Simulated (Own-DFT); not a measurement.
# Stretching a layer in its plane: wurtzite AlGaN with randomly placed atoms, 72 atoms (Al9Ga27N36)

The numbers are computed, not measured, by runs of the plane-wave DFT program Own-DFT (in-house, retired, unreviewed) at fixed positions, with no spin and no spin-orbit coupling.

Common settings: PBE; PseudoDojo norm-conserving scalar-relativistic files; cutoff 42 hartree; 4 x 4 x 3 k mesh centred on Gamma; Fermi-Dirac smearing of 0.1 eV.

Caveats: forces on such cells passed a denser k mesh, each cell not checked; stress not checked against mesh or cutoff.

Unstrained cell vectors in Å: (9.509, 0.000, 0.000); (-4.755, 8.235, 0.000); (0.000, 0.000, 10.268). The unstrained cell has measured lattice constants (interpolated for alloys), not those of this functional. That, the random moves and any unrelaxed bonds set the pressure at no strain. Each run strains x and y alike by e, as a substrate would, and holds the height along z. All atoms carry random offsets, Gaussian with a width of 0.05 Å per axis. The random placing of the alloy's atoms differs from row to row. Stress is positive in tension.

| e (%) | u (Å) | (s_xx + s_yy)/2 (GPa) | s_zz (GPa) |
|---|---|---|---|
| -2.50 | 0.050 | -23.67 | -11.80 |
| -2.25 | 0.050 | ? | ? |
| -1.75 | 0.049 | -17.91 | -10.38 |
| -1.50 | 0.051 | -16.75 | -10.73 |
| -0.50 | 0.051 | -10.81 | -8.14 |
| 0.25 | 0.045 | -5.92 | -6.81 |
| 0.50 | 0.048 | -3.55 | -8.35 |
| 0.75 | 0.049 | -3.90 | -5.71 |
| 1.00 | 0.050 | -2.29 | -5.51 |
| 2.75 | 0.045 | 5.65 | -2.20 |

## Working it out

With e as a fraction, the in-plane stress is -7.4 + 565 e - 3331 e² GPa (errors 13 and 738, scatter 0.58), and s_zz is -7.5 + 181 e GPa (slope ± 16, scatter 0.75). At e = 0 the first slope is C11 + C12 and the second 2 C13, both with the ions held to the strained lattice and at the cell's own pressure. The term in e² is negative: the layer stiffens under compression and softens under tension. A free layer would change its height as e changes, and the in-plane slope would drop by 2 C13²/C33 to the biaxial modulus. At fixed height, a misfit of 1 % moves the in-plane stress by about 5.6 GPa and s_zz by 1.8 GPa.

## Prediction

Question: what are the two stresses at e = -2.25 %?

From the fit: -21.8 and -11.6 GPa. The hidden result is -21.50 and -12.18 GPa.
